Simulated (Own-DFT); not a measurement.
# Response to strain: wurtzite AlN, 72 atoms (Al36N36)

These are calculations, not measurements. The program, named Own-DFT, is a retired in-house plane-wave density functional code that no person has reviewed. Each row is one single-point run on a periodic cell that was not relaxed, without spin or spin-orbit coupling.

Settings of every run: PBE; PseudoDojo norm-conserving scalar-relativistic files; cutoff 42 hartree; 4 x 4 x 3 k mesh centred on Gamma; Gaussian smearing of 0.01 eV.

Known limits: k mesh not checked against a denser one; stress not checked against mesh or cutoff.

Unstrained cell vectors in Å: (9.336, 0.000, 0.000); (-4.668, 8.085, 0.000); (0.000, 0.000, 9.964). The unstrained cell has measured lattice constants (interpolated for alloys), not those of this functional. That, the random moves and any unrelaxed bonds set the pressure at no strain. Each run strains this cell uniformly, with the atoms carried along. Every atom was also moved at random, by a Gaussian of width 0.05 Å on each axis. Strain is the symmetric tensor, in per cent. Stress is positive in tension, and the pressure is minus a third of its trace.

```
run  e_xx (%)  e_yy (%)  e_zz (%)  e_yz (%)  e_xz (%)  e_xy (%)  s_xx (GPa)  s_yy (GPa)  s_zz (GPa)  s_yz (GPa)  s_xz (GPa)  s_xy (GPa)  P (GPa)  E (meV/atom)
  1     -1.82     -0.50     -2.00     -0.86     -1.35     -0.07      -15.75      -15.23      -15.77       -2.59       -3.83       -1.52    15.58          51.6
  2     -0.03     -0.19      1.31      0.47      0.65      0.03       -5.03       -5.50        0.03        1.63        2.35       -1.76     3.50          21.1
  3      1.76      1.21      0.62      0.57     -0.24     -0.33        4.49        0.72       -1.90        1.34       -0.05       -0.40    -1.10          23.4
  4     -0.67      0.43     -0.89     -1.72     -1.32     -1.95      -10.29       -6.34       -8.08       -3.38       -3.58       -6.95     8.24          42.1
  5     -1.89     -0.26     -1.77      0.70      1.05      1.49      -19.94      -12.17      -13.50        2.58        3.32        7.01    15.20          61.8
  6     -1.30      1.68      1.05     -0.32      0.18     -0.54       -9.92        0.04        0.93       -0.03        0.26       -1.02     2.99          30.4
  7      1.86     -1.12      1.24     -0.89     -0.86     -0.19        2.62       -9.75        1.70       -1.47       -1.75       -1.60     1.81          23.6
  8     -1.72     -1.96      0.59      1.55      0.58     -0.09      -17.96      -15.04       -5.04        3.48        1.54       -1.01    12.68          38.3
  9      1.08      0.72      0.02     -1.90      1.68     -0.32        0.23       -1.53       -5.17       -5.06        4.08       -0.86     2.16          23.8
 10     -0.88     -1.28      1.87     -0.37     -1.44     -0.95       -7.90      -11.38       -0.88       -0.86       -2.97       -3.73     6.72          32.2
 11     -1.62     -0.42     -1.40     -1.60     -0.47     -0.71      -16.34       -8.66      -15.69       -4.54       -0.97       -2.55    13.56          45.0
 12     -0.33     -1.76      1.19     -1.68     -1.73      0.80       -9.29      -13.02       -2.26       -4.16       -4.02        3.82     8.19          35.7
 13      1.16      1.04      0.26     -0.83     -1.79     -1.40        0.13        0.22       -2.02       -1.33       -4.56       -4.71     0.55          17.8
 14     -1.34     -0.84      1.12      0.38      0.18      0.53      -11.80      -11.01       -1.57        2.48        0.84        2.67     8.13          19.7
 15      1.32      0.03      0.93     -0.09     -0.14     -1.89        2.16       -4.03        0.12        0.06       -0.23       -5.45     0.58           0.0
 16      1.51      0.22      0.28     -1.58     -0.49     -1.00        1.74       -3.21       -3.81       -2.61       -1.17       -1.92     1.76          24.7
 17     -0.10      1.76      1.57     -1.10     -0.09     -0.10       -3.58        3.19        2.02       -2.63        0.23       -0.15    -0.54          20.6
 18      0.74      0.53      1.92     -1.98     -1.73      1.97           ?           ?           ?           ?           ?           ?        ?             ?
```

E is the free energy for each atom above the lowest run shown.

## Worked fit

Each stress component was fitted by least squares to a constant and the strains of the runs shown, as fractions, with shears doubled. Shear strains stay in the fit of a normal stress only where such slopes are resolved. The slopes, in GPa:

| stress | at no strain | per e_xx | per e_yy | per e_zz | scatter |
|---|---|---|---|---|---|
| s_xx | -6.3 | 494 ± 26 | 106 ± 29 | 117 ± 29 | 1.23 |
| s_yy | -6.5 | 99 ± 27 | 442 ± 31 | 111 ± 30 | 1.29 |
| s_zz | -5.5 | 64 ± 29 | 84 ± 32 | 435 ± 31 | 1.35 |

Each shear stress against twice its own strain: yz 128 ± 11, xz 125 ± 5, xy 188 ± 21 GPa. These are stiffnesses along x, y and z of the frame in which the cell vectors are given, which need not be the crystal's axes. The atoms are held to the strained lattice; where symmetry lets them move under strain, relaxing them would lower some slopes. The table should be nearly symmetric about its diagonal, and what it lacks of that shows the noise. A ninth of its sum, 217 ± 3 GPa, estimates the bulk modulus near the mean pressure of these runs, 5.9 GPa, so it lies above the value at zero pressure.

## Withheld run

Question: what normal stresses and pressure should run 18 give?

The fit gives s_xx = 0.2, s_yy = -1.3, s_zz = 3.7 and P = -0.8 GPa. The calculation gave 0.11, -1.56, 4.60 and P = -1.05 GPa.
